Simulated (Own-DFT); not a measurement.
# Response to strain: 2H SiC, 32 atoms (C16Si16)

All numbers below are calculated, not measured. They come from Own-DFT, an in-house plane-wave density functional program, since retired, whose code no person has reviewed. Each row is one single-point run on a periodic cell that was not relaxed, without spin or spin-orbit coupling.

Settings of every run: PBE; PseudoDojo norm-conserving scalar-relativistic files; cutoff 42 hartree; 5 x 5 x 3 k mesh centred on Gamma; Fermi-Dirac smearing of 0.1 eV.

Known limits: forces on such cells passed a denser k mesh, each cell not checked; stress not checked against mesh or cutoff.

Unstrained cell vectors in Å: (6.165, 0.000, 0.000); (-3.083, 5.339, 0.000); (0.000, 0.000, 10.068). The unstrained cell has measured lattice constants (interpolated for alloys), not those of this functional. That, the random moves and any unrelaxed bonds set the pressure at no strain. Each run strains this cell uniformly, with the atoms carried along. Every atom was also moved at random, by a Gaussian of width 0.05 Å on each axis. Strain is the symmetric tensor, in per cent. Stress is positive in tension, and the pressure is minus a third of its trace.

```
run,e_xx (%),e_yy (%),e_zz (%),e_yz (%),e_xz (%),e_xy (%),s_xx (GPa),s_yy (GPa),s_zz (GPa),s_yz (GPa),s_xz (GPa),s_xy (GPa),P (GPa),E (meV/atom)
1,0.11,-0.61,-0.87,-1.78,-1.82,0.45,-4.57,-5.80,-13.34,-5.64,-5.35,1.68,7.91,3.9
2,-1.28,0.25,-1.83,1.66,0.84,0.37,-13.32,-5.81,-16.93,5.84,4.29,0.67,12.02,21.9
3,-1.41,0.80,-0.87,1.99,-1.62,0.89,-15.46,-2.54,-10.62,7.37,-7.58,4.44,9.54,38.5
4,-0.62,-0.21,1.08,-1.66,0.97,-0.46,-7.56,-5.58,0.04,-3.44,4.04,-4.54,4.37,1.4
5,-0.12,-0.69,-0.34,1.60,-0.90,1.24,-11.61,-7.13,-9.22,6.78,-4.35,6.78,9.32,50.6
6,0.35,0.59,1.91,1.82,0.53,0.22,-0.79,0.76,2.25,5.82,-0.52,0.55,-0.74,12.2
7,0.17,-1.46,-0.67,1.02,0.28,1.63,-6.49,-12.01,-13.47,3.01,1.38,6.65,10.65,43.3
8,-1.48,-0.34,-1.93,-1.04,-0.88,0.27,-16.22,-6.61,-24.44,-5.01,-2.54,-2.28,15.76,55.7
9,0.44,0.28,-1.42,-0.70,1.23,1.71,-2.77,-2.15,-17.39,-2.72,4.84,8.96,7.44,19.6
10,-0.60,1.12,-1.13,1.31,1.70,1.35,-5.98,-0.94,-12.43,2.61,4.92,4.77,6.45,21.1
11,-1.91,0.57,1.98,1.69,-1.33,-0.54,-13.72,-3.82,5.78,6.77,-3.46,-2.18,3.92,0.0
12,-1.78,1.77,-0.99,-0.32,1.26,1.93,-13.26,0.13,-11.30,0.40,4.69,8.33,8.14,48.2
13,1.57,1.48,0.83,1.11,-1.99,0.46,7.54,4.66,-3.62,2.95,-6.66,3.18,-2.86,9.7
14,-1.81,-1.22,-0.57,1.01,-0.48,1.26,-15.45,-13.57,-14.24,3.01,-2.63,5.87,14.42,43.2
15,-0.46,0.19,-1.85,0.18,0.14,-0.29,-9.10,-4.02,-18.41,-0.69,1.55,-1.26,10.51,17.0
16,-0.79,-1.66,-1.60,1.78,-1.78,1.60,-10.14,-16.23,-19.72,4.58,-6.11,6.11,15.36,53.2
17,1.25,-0.88,-1.66,0.86,1.14,-1.28,3.31,-11.56,-20.75,3.67,3.58,-7.35,9.66,42.5
18,-1.34,-1.44,1.65,-0.90,-1.33,-1.01,?,?,?,?,?,?,?,?
```

E is the free energy for each atom above the lowest run shown.

## Worked fit

Each stress component was fitted by least squares to a constant and the strains of the runs shown, as fractions, with shears doubled. Shear strains stay in the fit of a normal stress only where such slopes are resolved. The slopes, in GPa:

| stress | at no strain | per e_xx | per e_yy | per e_zz | scatter |
|---|---|---|---|---|---|
| s_xx | -4.6 | 612 ± 49 | 107 ± 53 | 58 ± 42 | 2.06 |
| s_yy | -4.6 | 113 ± 38 | 497 ± 41 | 53 ± 32 | 1.58 |
| s_zz | -8.3 | -51 ± 44 | 126 ± 48 | 615 ± 38 | 1.86 |

Each shear stress against twice its own strain: yz 159 ± 13, xz 169 ± 12, xy 253 ± 17 GPa. These are stiffnesses along x, y and z of the frame in which the cell vectors are given, which need not be the crystal's axes. The atoms are held to the strained lattice; where symmetry lets them move under strain, relaxing them would lower some slopes. The table should be nearly symmetric about its diagonal, and what it lacks of that shows the noise. A ninth of its sum, 237 ± 7 GPa, estimates the bulk modulus near the mean pressure of these runs, 8.3 GPa, so it lies above the value at zero pressure.

## Withheld run

Question: what normal stresses and pressure should run 18 give?

The fit gives s_xx = -13.4, s_yy = -12.3, s_zz = 0.7 and P = 8.3 GPa. The calculation gave -11.61, -13.19, 0.79 and P = 8.00 GPa.
